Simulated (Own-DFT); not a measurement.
# Stretching a layer in its plane: diamond-structure GeSn with randomly placed atoms, 64 atoms (Ge60Sn4)

The numbers are computed, not measured, by runs of the plane-wave DFT program Own-DFT (in-house, retired, unreviewed) at fixed positions, with no spin and no spin-orbit coupling.

Common settings: PBE; PseudoDojo norm-conserving scalar-relativistic files; cutoff 49 hartree; 3 x 3 x 3 k mesh centred on Gamma; Fermi-Dirac smearing of 0.1 eV.

Limits: forces on such cells moved up to 12 meV/angstrom on a denser k mesh; stress not checked against mesh or cutoff.

Unstrained cell vectors in Å: (11.420, 0.000, 0.000); (0.000, 11.420, 0.000); (0.000, 0.000, 11.420). The unstrained cell has measured lattice constants (interpolated for alloys), not those of this functional. That, the random moves and any unrelaxed bonds set the pressure at no strain. Each run strains x and y alike by e, as a substrate would, and holds the height along z. All atoms carry random offsets, Gaussian with a width of 0.05 Å per axis. The random placing of the alloy's atoms differs from row to row. Stress is positive in tension.

| e (%) | u (Å) | (s_xx + s_yy)/2 (GPa) | s_zz (GPa) |
|---|---|---|---|
| -3.00 | 0.051 | -10.67 | -8.79 |
| -1.50 | 0.052 | -7.91 | -6.80 |
| -1.25 | 0.055 | -7.44 | -6.48 |
| -0.25 | 0.049 | ? | ? |
| 0.25 | 0.051 | -4.42 | -4.66 |
| 1.00 | 0.053 | -3.23 | -3.70 |
| 1.25 | 0.050 | -2.82 | -3.45 |
| 2.00 | 0.048 | -1.58 | -2.77 |
| 2.25 | 0.053 | -1.26 | -2.47 |
| 2.50 | 0.051 | -0.94 | -2.33 |

## Working it out

With e as a fraction, the in-plane stress is -5.0 + 178 e - 471 e² GPa (errors 2 and 142, scatter 0.12), and s_zz is -4.9 + 117 e - 458 e² GPa (slope ± 1, scatter 0.06). At e = 0 the first slope is C11 + C12 and the second 2 C12, both with the ions held to the strained lattice and at the cell's own pressure. The term in e² is negative: the layer stiffens under compression and softens under tension. A free layer would change its height as e changes, and the in-plane slope would drop by 2 C12²/C11 to the biaxial modulus. At fixed height, a misfit of 1 % moves the in-plane stress by about 1.8 GPa and s_zz by 1.2 GPa.

## Test on the hidden row

The question: what are the two stresses at e = -0.25 %?

The fitted form gives -5.5 and -5.2 GPa. Computed: -5.21 and -5.08 GPa.
